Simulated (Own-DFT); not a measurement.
## Calculated data, Hf36O71 (tetragonal hafnia with one neutral oxygen vacancy, atoms displaced)

A calculation, not a measurement: plane-wave PBE and HSE06 DFT by an unreviewed code, no spin, of a simulated cell at Gamma alone, so results move with cell size and shape, stress positive in tension, energies less offsets, not probed for a lower state with spin; hafnium file: forces about 75 meV/angstrom off all-electron values; oxygen file: force components 24 meV/angstrom off all-electron in a glass; k mesh not checked against a denser one; forces and stress are PBE's, HSE06 gives the energy alone, and its difference from PBE has offsets of its own; offsets are fitted by least squares, one for each functional and potential file, so energies compare only between cells with the same atoms and settings and are not formation energies; the far tail of each file's local potential was reset to the Coulomb form; each entry is a single point on an unrelaxed cell, so the pressure reflects the starting lattice, taken from the Materials Project, from which strain is counted, and rises with the displacements; printed positions are rounded, which can move forces by about a meV/angstrom; the program is a retired in-house code; no spin-orbit coupling. Program: Own-DFT development build.

Settings shared by all entries: first functional PBE; second functional HSE06; exact exchange share 0.25; screening 0.11 1/bohr; exchange divergence Gygi-Baldereschi; potential files PseudoDojo norm-conserving, scalar-relativistic, made for PBE, standard set; wave cutoff 48 hartree; occupations fixed; k mesh 1 x 1 x 1 centred on Gamma.

(1) Hf36O71 (tetragonal hafnia with one neutral oxygen vacancy, atoms displaced)

```xyz
107
Lattice="10.7800 0.0000 0.0000 0.0000 10.7800 0.0000 0.0000 0.0000 10.4493" Properties=species:S:1:pos:R:3 Hf36O71
Hf     0.0449    10.7376     0.0127
Hf     1.7831     1.7844     2.6463
O      1.8452    10.7664     3.6256
O     10.7565     1.7356     4.2142
O      1.8033    10.7594     1.0724
Hf    10.7461    10.7384     5.2712
Hf     1.8137     1.8109     7.8260
O      0.0463     1.8504     6.7865
O      1.7995    10.7640     8.8696
O     10.7776     1.8229     9.4198
O      1.7980     0.0147     6.2347
Hf    10.7547     3.6070     0.0403
Hf     1.8410     5.4493     2.5812
O      0.0354     5.3864     1.5960
O      1.7630     3.6340     3.6660
O     10.7722     5.4078     4.2182
O      1.8133     3.5622     1.0631
Hf    10.7538     3.5873     5.2252
Hf     1.7557     5.3746     7.8832
O     10.7683     5.4217     6.8657
O      1.7844     3.6099     8.8777
O     10.7458     5.3725     9.4340
O      1.7351     3.5834     6.2203
Hf    10.7669     7.1896     0.0360
Hf     1.8110     8.9888     2.6055
O      0.0133     8.9200     1.6531
O      1.7695     7.1740     3.6137
O     10.7654     8.9737     4.2189
O      1.8029     7.1780     1.0084
Hf     0.0501     7.1447     5.2192
Hf     1.8418     8.9528     7.7958
O      0.0040     9.0273     6.8156
O      1.7982     7.1604     8.8385
O      0.0007     9.0183     9.4477
O      1.8025     7.1695     6.2534
Hf     3.6325     0.0228     0.0122
Hf     5.4170     1.8518     2.6147
O      3.6261     1.7677     1.5859
O      5.3664     0.0109     3.6480
O      3.5662     1.8119     4.1510
O      5.3805     0.0168     1.0525
Hf     3.5657     0.0059     5.2065
Hf     5.3445     1.7474     7.8268
O      3.6201     1.8127     6.8187
O      5.4511     0.0125     8.8235
O      3.5537     1.7893     9.4340
O      5.3788    10.7280     6.2614
Hf     3.5862     3.5862     0.0041
Hf     5.4235     5.3773     2.6148
O      3.6019     5.3406     1.6022
O      5.3771     3.5391     3.6211
O      3.6081     5.3947     4.2244
O      5.3818     3.5688     0.9638
Hf     3.6167     3.6358     5.2534
Hf     5.4105     5.4100     7.8348
O      3.6092     5.4300     6.7748
O      5.4307     3.6079     8.8506
O      3.6026     5.4113     9.4248
O      5.3566     3.6020     6.2446
Hf     3.5691     7.1763    10.4321
Hf     5.4295     9.0072     2.6528
O      3.6300     8.9706     1.6213
O      5.4049     7.1516     3.6761
O      3.5989     9.0290     4.1991
O      5.4163     7.1894     1.0263
Hf     3.6199     7.1585     5.2495
Hf     5.4034     8.9963     7.8447
O      3.6162     9.0004     6.8191
O      5.3969     7.1776     8.8892
O      3.5511     8.9786     9.4063
O      5.4057     7.1806     6.2248
Hf     7.1780     0.0238    10.4075
Hf     8.9687     1.8409     2.6328
O      7.1958     1.7681     1.6058
O      8.9938    10.7478     3.6569
O      7.1474     1.8427     4.2094
O      8.9290     0.0030     1.0435
Hf     7.1156     0.0390     5.2336
Hf     8.9468     1.8211     7.8458
O      7.1930     1.7853     6.8151
O      8.9916    10.7305     8.8382
O      7.1816     1.8123     9.4381
O      8.9581    10.7640     6.2076
Hf     7.1424     3.5536     0.0193
Hf     8.9820     5.3971     2.5908
O      7.2200     5.4004     1.5683
O      8.9960     3.5568     3.6686
O      7.1491     5.3786     4.1632
O      8.9492     3.5786     0.9954
Hf     7.2061     3.6276     5.2031
Hf     8.9471     5.3553     7.8699
O      7.1758     5.3930     6.8065
O      8.9909     3.5775     8.8889
O      7.1417     5.4037     9.4220
O      8.9916     3.5908     6.2391
Hf     7.1824     7.2256     0.0578
Hf     8.9127     9.0109     2.5516
O      7.1570     9.0184     1.5733
O      8.9680     7.2031     3.6825
O      7.1403     8.9503     4.1739
O      9.0280     7.2058     0.9879
Hf     7.2091     7.1881     5.2566
Hf     8.9527     8.9741     7.8165
O      7.1568     8.9800     6.8666
O      9.0318     7.1734     8.8981
O      7.2113     8.9869     9.4223
O      9.0116     7.1580     6.2297
```

Results for Hf36O71 (tetragonal hafnia with one neutral oxygen vacancy, atoms displaced): PBE energy of cell above offsets -101.062 eV; HSE06 less PBE above offsets -0.156 eV; PBE pressure 0.7 GPa; PBE stress xx -1.46 GPa; PBE stress yy 0.56 GPa; PBE stress zz -1.19 GPa; PBE stress yz -0.5 GPa; PBE stress xz -0.3 GPa; PBE stress xy 0.02 GPa.

Force:
```
element  x (eV/Å)  y (eV/Å)  z (eV/Å)
     Hf     -0.48     0.913    -0.252
     Hf     0.059      0.74     0.076
      O    -0.159     0.076      0.09
      O     0.175     0.715     -0.48
      O    -0.035     0.343    -0.485
     Hf     0.078    -0.311    -0.753
     Hf    -0.798     -0.33     0.245
      O    -1.189    -0.431     0.694
      O     -0.04     0.309    -0.303
      O     0.012    -0.608     0.977
      O     0.301     0.001     0.282
     Hf     0.641    -0.558    -0.285
     Hf    -0.558    -1.389     0.799
      O    -0.762     0.043     -0.07
      O    -0.003    -0.255    -0.663
      O    -0.374    -0.458    -0.132
      O    -0.372    -0.356    -0.503
     Hf     0.932    -0.476    -0.579
     Hf     0.287     0.062    -0.792
      O    -0.152     -0.25    -0.158
      O     0.386    -0.307    -0.004
      O     0.297     0.269     0.352
      O     1.455     0.264     0.585
     Hf     0.404     0.223    -1.211
     Hf     0.158     0.317     0.595
      O    -0.463     0.327    -0.753
      O     0.375     0.371     0.294
      O     0.456    -0.098     0.252
      O     0.318    -0.144     0.097
     Hf    -0.753     0.879    -0.151
     Hf    -0.716     0.506     0.581
      O     0.012    -0.152     0.393
      O    -0.002     0.398     0.318
      O      0.14    -1.106      0.25
      O     0.357     0.349    -0.049
     Hf    -0.897    -0.444     0.563
     Hf    -0.878    -1.689    -0.226
      O    -0.447     0.184    -0.107
      O     0.535     0.434     0.065
      O      0.06     0.173     0.953
      O     0.583    -0.235    -0.783
     Hf    -0.202     0.273    -0.602
     Hf     0.823     1.531    -0.095
      O    -0.502    -0.086     -0.19
      O    -0.403    -0.319     0.808
      O     0.527     0.083    -0.318
      O    -0.174     0.451     0.124
     Hf     -0.62     0.151    -0.101
     Hf    -0.251     0.672      0.27
      O       0.6     0.244    -0.221
      O     0.046     1.792     0.145
      O     0.114    -0.005    -0.489
      O     0.081     0.106     1.026
     Hf    -1.297    -0.581    -0.566
     Hf     -0.35    -0.203     0.384
      O    -0.438    -0.266      0.63
      O    -0.387    -0.699    -0.303
      O    -0.083    -0.622     0.159
      O     1.105     0.026    -0.137
     Hf     0.711     0.532     0.012
     Hf     -0.98    -0.404     0.268
      O    -0.204    -0.108    -0.327
      O      -0.3     0.183    -0.722
      O     0.042    -1.171     0.394
      O    -0.587    -0.306     0.276
     Hf    -0.037      0.47    -0.355
     Hf    -0.499    -0.826     0.216
      O    -0.002    -0.238    -0.153
      O    -0.071     0.634    -0.448
      O     0.415     0.173      0.39
      O    -0.019     0.149     0.607
     Hf     0.248     -0.36     0.642
     Hf     1.172    -1.565    -0.148
      O    -0.226     0.505    -0.227
      O    -0.592     0.546    -0.685
      O     0.112    -0.575      0.16
      O     1.089    -0.044    -0.475
     Hf     0.913    -0.318    -0.665
     Hf     1.252    -0.646    -0.007
      O     -0.65    -0.083     0.018
      O    -0.344     1.182    -0.071
      O      0.22     -0.36      -0.3
      O    -0.562     0.111     0.548
     Hf     0.389      0.98    -1.041
     Hf      0.75     0.426     0.929
      O    -0.335    -0.074     0.257
      O     -0.26     1.182    -0.376
      O     0.255    -0.116     0.178
      O     0.349     -0.17      0.85
     Hf    -0.461    -0.207     0.594
     Hf     0.577     0.836     0.219
      O     0.267    -0.127    -0.252
      O    -0.331     0.081    -0.374
      O     0.444    -0.107     0.356
      O    -0.757      0.09     0.469
     Hf    -0.055    -0.652    -1.332
     Hf     1.374     0.147     1.608
      O     0.083    -0.444    -0.418
      O    -0.359     -0.49    -1.274
      O    -0.016     0.729     0.548
      O    -1.224    -0.126     1.097
     Hf     0.334    -0.012     -0.79
     Hf     0.988    -0.406     0.413
      O     0.419    -0.214    -0.877
      O    -0.321     0.141    -0.659
      O     -0.25    -0.083     0.259
      O    -0.487     0.282     0.429
```

(2) Hf36O71 (tetragonal hafnia with one neutral oxygen vacancy, atoms displaced)

```xyz
107
Lattice="10.7800 0.0000 0.0000 0.0000 10.7800 0.0000 0.0000 0.0000 10.4493" Properties=species:S:1:pos:R:3 Hf36O71
Hf    10.7144     0.0357    10.3840
Hf     1.8706     1.9215     2.5823
O     10.7732     1.8931     1.5838
O      1.7807     0.1105     3.6490
O      0.0463     1.9427     4.1420
O      1.9137    10.7689     1.0934
Hf     0.1282     0.0092     5.2536
Hf     2.0017     1.8525     7.8488
O      0.0618     1.7552     6.8737
O      1.6169    10.7792     8.9581
O      0.0638     1.7861     9.3368
O      1.8767    10.7753     6.2343
Hf    10.6971     3.5375    10.3720
Hf     1.7267     5.2804     2.7811
O      0.1039     5.5630     1.5751
O      1.8869     3.5404     3.5870
O     10.7058     5.2522     4.3464
O      1.7074     3.7215     1.0382
Hf     0.0171     3.6181     5.1650
Hf     1.8661     5.5888     7.8480
O     10.7614     5.3889     6.7595
O      1.7385     3.7290     8.8498
O      0.0958     5.3520     9.3321
O      1.8473     3.4569     6.3398
Hf     0.0288     7.1789     0.0448
Hf     1.6828     9.0578     2.7206
O     10.7559     9.0367     1.7258
O      1.9163     7.3255     3.7117
O     10.6756     8.9014     4.2317
O      1.7210     7.0983     1.0641
Hf     0.0103     7.0356     5.3095
Hf     1.7615     8.9097     7.7943
O     10.7496     8.9741     6.6990
O      1.7187     7.2086     8.8751
O      0.0715     8.9574     9.2975
O      1.8044     7.1756     6.2650
Hf     3.6353     0.1249    10.4204
Hf     5.3781     1.8711     2.7191
O      3.6573     1.9486     1.7532
O      5.3453    10.5928     3.5423
O      3.6528     1.7987     4.1996
O      5.3895    10.7424     0.9124
Hf     3.6683     0.0480     5.3991
Hf     5.6392     1.8052     7.8380
O      3.6394     1.6871     6.8382
O      5.3167    10.7638     8.9906
O      3.5300     1.8583     9.4259
O      5.4568     0.1184     6.1307
Hf     3.6756     3.5857     0.1757
Hf     5.4985     5.3880     2.5668
O      3.5937     5.4179     1.5153
O      5.3768     3.5285     3.6767
O      3.6536     5.3783     4.3188
O      5.3678     3.6243     1.0009
Hf     3.5325     3.6115     5.2528
Hf     5.3452     5.4200     7.7777
O      3.6414     5.3410     6.7061
O      5.4326     3.6867     8.8651
O      3.5947     5.4347     9.4019
O      5.4412     3.5644     6.2530
Hf     3.5389     7.1563     0.0197
Hf     5.4771     9.0449     2.6241
O      3.6156     9.0127     1.5565
O      5.3549     7.2376     3.7968
O      3.5337     9.0085     4.4041
O      5.3621     7.2309     1.0405
Hf     3.5589     7.1325     5.2283
Hf     5.4792     9.0578     7.9125
O      3.6487     9.0494     6.8820
O      5.3671     7.2499     8.9281
O      3.7240     9.0867     9.3600
O      5.4213     7.2330     6.2335
Hf     7.1719    10.7770     0.0474
Hf     8.9989     1.7784     2.5696
O      7.2033     1.8147     1.6764
O      9.0487     0.0744     3.5947
O      7.1731     1.9206     4.1277
O      8.9523    10.7081     0.9325
Hf     7.1200    10.7366     5.2308
Hf     8.8904     1.9120     7.7927
O      7.2132     1.8747     6.7568
O      8.9377    10.7735     8.8820
O      7.1513     1.8759     9.4373
O      8.8683     0.0616     6.1785
Hf     7.2772     3.4869    10.4467
Hf     8.9385     5.4579     2.6681
O      7.0980     5.3872     1.4927
O      8.9969     3.4840     3.5285
O      7.2430     5.4205     4.0841
O      9.0766     3.5840     1.1263
Hf     7.1741     3.6350     5.1673
Hf     8.9821     5.4047     7.8231
O      7.3237     5.3255     6.7646
O      7.1272     5.4250     9.5811
O      9.0204     3.5705     6.3134
Hf     7.1830     7.0873    10.3694
Hf     8.9587     9.0306     2.6549
O      7.1496     8.9696     1.5965
O      8.9823     7.2651     3.6727
O      7.2563     9.0657     4.1975
O      8.9839     7.1121     1.0659
Hf     7.1688     7.1864     5.2195
Hf     9.0122     9.1146     7.6740
O      7.0720     8.9582     6.9001
O      9.0045     7.1851     8.6550
O      7.1562     8.9649     9.2941
O      9.0383     7.2443     6.4035
```

It finds PBE energy of cell above offsets -88.434 eV; HSE06 less PBE above offsets 0.546 eV; PBE pressure 4.25 GPa; PBE stress xx -4.54 GPa; PBE stress yy -3.87 GPa; PBE stress zz -4.33 GPa; PBE stress yz -2.36 GPa; PBE stress xz 0.83 GPa; PBE stress xy 0.26 GPa.

Force:
```
element  x (eV/Å)  y (eV/Å)  z (eV/Å)
     Hf     2.678    -0.553    -0.576
     Hf    -2.477    -4.272     -0.95
      O     0.676    -1.086    -0.825
      O    -0.978    -0.405     0.589
      O     0.203    -1.695     0.572
      O    -1.499     0.989    -0.454
     Hf    -0.777     0.861    -0.918
     Hf    -3.697     0.415     1.841
      O    -1.211    -0.604    -0.534
      O     1.546    -0.073    -1.753
      O    -1.632     1.149     1.357
      O    -1.271    -0.228      0.96
     Hf     2.486     0.384    -0.409
     Hf     1.225      3.85    -4.337
      O    -2.112    -1.223     2.342
      O     0.246     1.962     2.997
      O     0.513     4.109    -4.216
      O     1.129    -0.863     0.617
     Hf    -0.424    -5.585     4.574
     Hf    -1.026    -4.321     0.802
      O     0.956     0.375      0.36
      O      0.83    -1.196    -0.725
      O    -1.734     0.854     1.081
      O    -0.265     0.771    -1.892
     Hf    -0.413    -0.542    -0.548
     Hf     2.887     0.951     -0.99
      O    -0.531     -0.11    -1.811
      O    -1.037    -3.467     0.193
      O     0.939     1.022     0.414
      O     1.407     1.352    -0.656
     Hf    -1.252     2.937     0.105
     Hf     0.825     3.156     1.145
      O     1.429     0.857     0.118
      O     0.884     0.819     0.649
      O    -1.147     0.089     1.377
      O    -0.298    -0.195     1.104
     Hf    -1.625    -3.858     0.259
     Hf     1.137    -2.341    -0.019
      O    -0.148     0.227     -2.48
      O     0.325     6.195     2.614
      O     0.172    -0.046     0.799
      O       0.5     0.959     1.787
     Hf    -1.887    -1.652    -3.023
     Hf    -4.099     0.899     1.117
      O     2.455     0.456    -0.025
      O     1.861      2.85    -2.515
      O     0.207     0.876     0.483
      O     0.386     0.283     2.884
     Hf    -3.465     1.698    -2.681
     Hf    -2.644     1.628     0.167
      O     0.126    -0.643      1.85
      O     0.305     3.131     0.045
      O    -0.947     -0.98     -2.01
      O     2.703    -0.425     1.492
     Hf     1.383    -1.117     0.511
     Hf     0.684     0.681     1.177
      O    -0.584      0.48     1.284
      O     0.132    -1.338    -0.497
      O     0.101    -0.495    -0.762
      O    -0.593     0.137    -0.103
     Hf      1.16     2.336     1.242
     Hf    -3.133    -4.952    -2.711
      O     -0.46    -0.549     1.405
      O     1.054     -0.85    -1.553
      O    -0.042     0.434    -0.346
      O     0.657    -1.164    -0.052
     Hf     1.752     2.959    -0.681
     Hf    -3.598    -1.668     2.133
      O    -0.394    -0.094     0.114
      O     0.235    -1.552    -1.303
      O    -1.859    -1.046     1.288
      O     0.088    -1.231      0.79
     Hf    -0.321    -2.071    -1.173
     Hf     1.055    -0.144     0.347
      O    -0.881     0.009    -2.004
      O     -0.09    -0.734     0.199
      O    -0.478    -2.236     1.342
      O     0.036     0.422     1.142
     Hf     2.371     1.137    -2.263
     Hf     4.226    -0.729     0.219
      O     0.345    -0.194    -0.368
      O     0.056     1.386    -0.783
      O     0.265    -2.395     -1.47
      O     1.253    -0.707      0.76
     Hf     -0.18      3.34     1.587
     Hf     0.515    -0.211    -2.132
      O     2.227    -0.209     1.322
      O    -0.267     3.258     1.738
      O     -0.14    -0.329     0.448
      O    -1.857     0.806     -1.87
     Hf      0.55    -0.454     0.451
     Hf     1.567     0.086     0.761
      O    -2.461     0.592    -0.399
      O     0.844    -3.453    -2.896
      O    -0.119    -0.392    -0.659
     Hf    -0.807     4.187     1.542
     Hf     0.314     0.375    -0.128
      O      1.73     0.581    -0.556
      O    -0.213    -2.065     0.335
      O     0.111    -1.545     0.362
      O    -0.358     0.033    -0.488
     Hf    -0.104     0.909     0.526
     Hf    -0.766    -1.345     1.939
      O     3.358     0.671    -3.393
      O    -0.456     0.498     2.516
      O     0.581     0.633     2.039
      O    -0.926    -0.426    -3.272
```
